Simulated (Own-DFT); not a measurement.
Hf₂₀Si₃₉ (HfSi2 crystal with one vacancy, atoms displaced) (calculated)

Computed with Own-DFT development build. A calculation, not a measurement: plane-wave density functional theory by an unreviewed code, no spin, of a simulated periodic cell, stress positive in tension, run twice, with PBE and with PBEsol, both on files made for PBE, so the change isn't that of files made for PBEsol, hafnium file: forces about 75 meV/angstrom off all-electron values; forces on such cells moved up to 12 meV/angstrom on a denser k mesh; the far tail of each file's local potential was reset to the Coulomb form; each entry is a single point on an unrelaxed cell, so the pressure reflects the starting lattice, taken from the Materials Project, from which strain is counted, and rises with the displacements; printed positions are rounded, which can move forces by about a meV/angstrom; the program, named Own-DFT, is a retired in-house code; no spin-orbit coupling; stress was not checked against mesh or cutoff.

Hf₂₀Si₃₉ (HfSi2 crystal with one vacancy, atoms displaced)

```
Hf20Si39
1.0
     -7.2972     7.0724    -1.7824
      3.6486     7.0873     5.7379
      3.6486     3.5213    -8.4115
Hf Si Hf Si Hf Si Hf Si Hf Si Hf Si Hf Si Hf Si Hf Si Hf Si
2 4 2 4 2 4 2 4 2 4 2 4 2 4 2 4 2 3 2 4
Direct
  0.52404 0.53804 0.75713
  0.27114 0.25659 0.04583
  0.42565 0.29884 0.80379
  0.37651 0.50048 0.00009
  0.27838 0.59485 0.70323
  0.52277 0.20012 0.09808
  0.72347 0.74101 0.95481
  0.47972 0.45419 0.24417
  0.62238 0.49634 0.00039
  0.57514 0.70186 0.20340
  0.47974 0.79025 0.90067
  0.72475 0.40444 0.29784
  0.92095 0.94418 0.15618
  0.67897 0.65882 0.44822
  0.82081 0.69967 0.20710
  0.77130 0.90443 0.40148
  0.67467 0.99792 0.10089
  0.92372 0.60025 0.49288
  0.02375 0.54461 0.75136
  0.76994 0.25297 0.04337
  0.92859 0.30049 0.80109
  0.87530 0.50821 0.00502
  0.77782 0.59872 0.70708
  0.02409 0.20100 0.09878
  0.22802 0.74320 0.95014
  0.97414 0.46083 0.24087
  0.12235 0.50507 0.99958
  0.07486 0.70241 0.20018
  0.97538 0.79641 0.90116
  0.22531 0.39751 0.29610
  0.42593 0.94014 0.15535
  0.17674 0.65885 0.44482
  0.32898 0.69613 0.20104
  0.27395 0.89942 0.39874
  0.17214 0.99336 0.10146
  0.42163 0.60398 0.49952
  0.62698 0.14690 0.35107
  0.37481 0.85142 0.64145
  0.52685 0.89844 0.40212
  0.47545 0.09345 0.60109
  0.37588 0.19991 0.30601
  0.62888 0.79901 0.70134
  0.82067 0.34823 0.55641
  0.57004 0.05980 0.84214
  0.71698 0.10042 0.59748
  0.67614 0.29582 0.80565
  0.57625 0.39984 0.50241
  0.82489 0.00381 0.89432
  0.12358 0.14494 0.35881
  0.87383 0.84989 0.63663
  0.02876 0.89758 0.40025
  0.97818 0.09538 0.59756
  0.87223 0.19701 0.30607
  0.32388 0.34395 0.56020
  0.07486 0.05654 0.84211
  0.22346 0.09880 0.60392
  0.17406 0.30367 0.80105
  0.06903 0.39736 0.50338
  0.32710 0.00388 0.90724
```

| Property | Result |
| --- | --- |
| functional | PBE, then PBEsol |
| potential files | PseudoDojo norm-conserving, scalar-relativistic, standard set |
| wave cutoff | 42 hartree |
| occupations | cold (Marzari-Vanderbilt) |
| smearing width | 0.2 eV |
| k mesh | 4 x 4 x 4 centred on Gamma |
| PBE pressure | 1.98 GPa |
| PBE stress xx | -2.14 GPa |
| PBE stress yy | -2.15 GPa |
| PBE stress zz | -1.66 GPa |
| PBE stress yz | 0.24 GPa |
| PBE stress xz | -0.07 GPa |
| PBE stress xy | 0.01 GPa |
| PBEsol pressure | -1.2 GPa |
| PBEsol stress xx | 0.73 GPa |
| PBEsol stress yy | 1.11 GPa |
| PBEsol stress zz | 1.76 GPa |
| PBEsol stress yz | 0.27 GPa |
| PBEsol stress xz | -0.07 GPa |
| PBEsol stress xy | 0.01 GPa |
| rms change of force components from PBE to PBEsol | 0.025 eV/Å |

Force:
| force element | PBE force x (eV/Å) | PBE force y (eV/Å) | PBE force z (eV/Å) | PBEsol force x (eV/Å) | PBEsol force y (eV/Å) | PBEsol force z (eV/Å) |
| --- | --- | --- | --- | --- | --- | --- |
| Hf | -0.268 | 0.586 | 0.435 | -0.257 | 0.592 | 0.463 |
| Hf | -0.168 | 0.095 | -0.073 | -0.171 | 0.084 | -0.11 |
| Si | 0.087 | -0.158 | 0.282 | 0.08 | -0.16 | 0.278 |
| Si | 0.162 | -0.217 | -0.107 | 0.165 | -0.22 | -0.096 |
| Si | 1.144 | -0.154 | 0.924 | 1.162 | -0.164 | 0.847 |
| Si | 0.186 | -0.006 | 0.248 | 0.183 | 0.01 | 0.309 |
| Hf | 0.194 | 0.788 | -0.206 | 0.191 | 0.782 | -0.166 |
| Hf | 0.708 | -0.394 | -0.092 | 0.7 | -0.4 | -0.125 |
| Si | -0.112 | 0.352 | 0.09 | -0.112 | 0.357 | 0.084 |
| Si | -0.209 | -0.193 | -0.058 | -0.211 | -0.197 | -0.05 |
| Si | 0.798 | 0.014 | -0.046 | 0.802 | -0.007 | -0.106 |
| Si | -0.297 | 0.175 | 0.139 | -0.296 | 0.187 | 0.197 |
| Hf | -0.254 | 0.138 | 0.112 | -0.248 | 0.153 | 0.151 |
| Hf | 0.566 | -0.941 | 0 | 0.558 | -0.936 | -0.027 |
| Si | -0.219 | 0.24 | 0.616 | -0.221 | 0.245 | 0.596 |
| Si | -0.321 | 0.063 | -0.156 | -0.332 | 0.067 | -0.157 |
| Si | 0.033 | -0.367 | -0.099 | 0.028 | -0.374 | -0.162 |
| Si | -0.023 | 0.901 | -0.17 | -0.008 | 0.895 | -0.102 |
| Hf | -0.032 | 0.463 | -0.375 | -0.031 | 0.431 | -0.369 |
| Hf | -0.384 | 0.859 | -0.267 | -0.375 | 0.832 | -0.3 |
| Si | 0.169 | -0.199 | 0.14 | 0.17 | -0.198 | 0.139 |
| Si | -0.285 | -0.642 | 0.094 | -0.281 | -0.642 | 0.102 |
| Si | -0.156 | -0.796 | -0.025 | -0.17 | -0.793 | -0.084 |
| Si | 0.252 | -0.116 | 0.365 | 0.248 | -0.097 | 0.421 |
| Hf | 0.394 | 0.246 | -0.345 | 0.388 | 0.268 | -0.353 |
| Hf | -0.342 | -0.284 | -0.901 | -0.334 | -0.285 | -0.923 |
| Si | -0.25 | -0.024 | -0.061 | -0.254 | -0.019 | -0.058 |
| Si | -0.174 | 0.037 | 0.054 | -0.174 | 0.032 | 0.054 |
| Si | -0.53 | 0.25 | 0.948 | -0.552 | 0.229 | 0.879 |
| Si | 0.727 | 0.68 | 0.281 | 0.729 | 0.68 | 0.343 |
| Hf | 0.238 | 0.308 | 0.323 | 0.23 | 0.314 | 0.36 |
| Hf | -0.239 | -0.816 | -0.465 | -0.259 | -0.833 | -0.462 |
| Si | 0.303 | -0.166 | 0.337 | 0.304 | -0.164 | 0.329 |
| Si | 0.022 | 0.164 | -0.295 | 0.015 | 0.169 | -0.286 |
| Si | 0.245 | 0.286 | -0.49 | 0.246 | 0.257 | -0.547 |
| Si | -0.656 | 0.04 | 0.007 | -0.653 | 0.055 | 0.073 |
| Hf | 0.528 | -0.304 | -0.393 | 0.518 | -0.29 | -0.35 |
| Hf | 0.276 | 0.704 | -0.581 | 0.241 | 0.718 | -0.595 |
| Si | 0.196 | -0.105 | 0.212 | 0.199 | -0.115 | 0.203 |
| Si | 0.326 | 0.004 | 0.476 | 0.338 | 0.002 | 0.461 |
| Si | -0.215 | -0.528 | -0.335 | -0.22 | -0.532 | -0.4 |
| Si | 0.515 | -0.095 | 0.813 | 0.506 | -0.074 | 0.876 |
| Hf | -0.301 | -0.072 | -0.442 | -0.3 | -0.061 | -0.387 |
| Hf | -0.85 | -0.091 | -1.06 | -0.843 | -0.094 | -1.076 |
| Si | -0.42 | 0.52 | -0.269 | -0.418 | 0.53 | -0.27 |
| Si | -0.106 | 0.028 | 0.643 | -0.108 | 0.021 | 0.629 |
| Si | 0.085 | -0.346 | -0.084 | 0.087 | -0.355 | -0.147 |
| Si | -0.415 | -0.374 | 0.022 | -0.406 | -0.35 | 0.082 |
| Hf | -0.357 | -0.13 | 0.459 | -0.353 | -0.12 | 0.493 |
| Hf | 0.59 | 0.929 | -0.502 | 0.61 | 0.878 | -0.507 |
| Si | 0.277 | -0.048 | 0.083 | 0.283 | -0.058 | 0.088 |
| Si | 0.486 | -0.067 | -0.15 | 0.492 | -0.067 | -0.14 |
| Si | -0.399 | 0.209 | -0.011 | -0.39 | 0.187 | -0.074 |
| Hf | -0.216 | -0.097 | 0.414 | -0.211 | -0.087 | 0.45 |
| Hf | 0.225 | -0.023 | -0.775 | 0.253 | 0.004 | -0.787 |
| Si | -0.226 | -0.156 | 0.069 | -0.223 | -0.146 | 0.073 |
| Si | -0.053 | -0.121 | -0.228 | -0.056 | -0.116 | -0.221 |
| Si | -0.743 | 0.18 | -0.211 | -0.737 | 0.162 | -0.275 |
| Si | -0.514 | -1.234 | 0.688 | -0.521 | -1.188 | 0.734 |
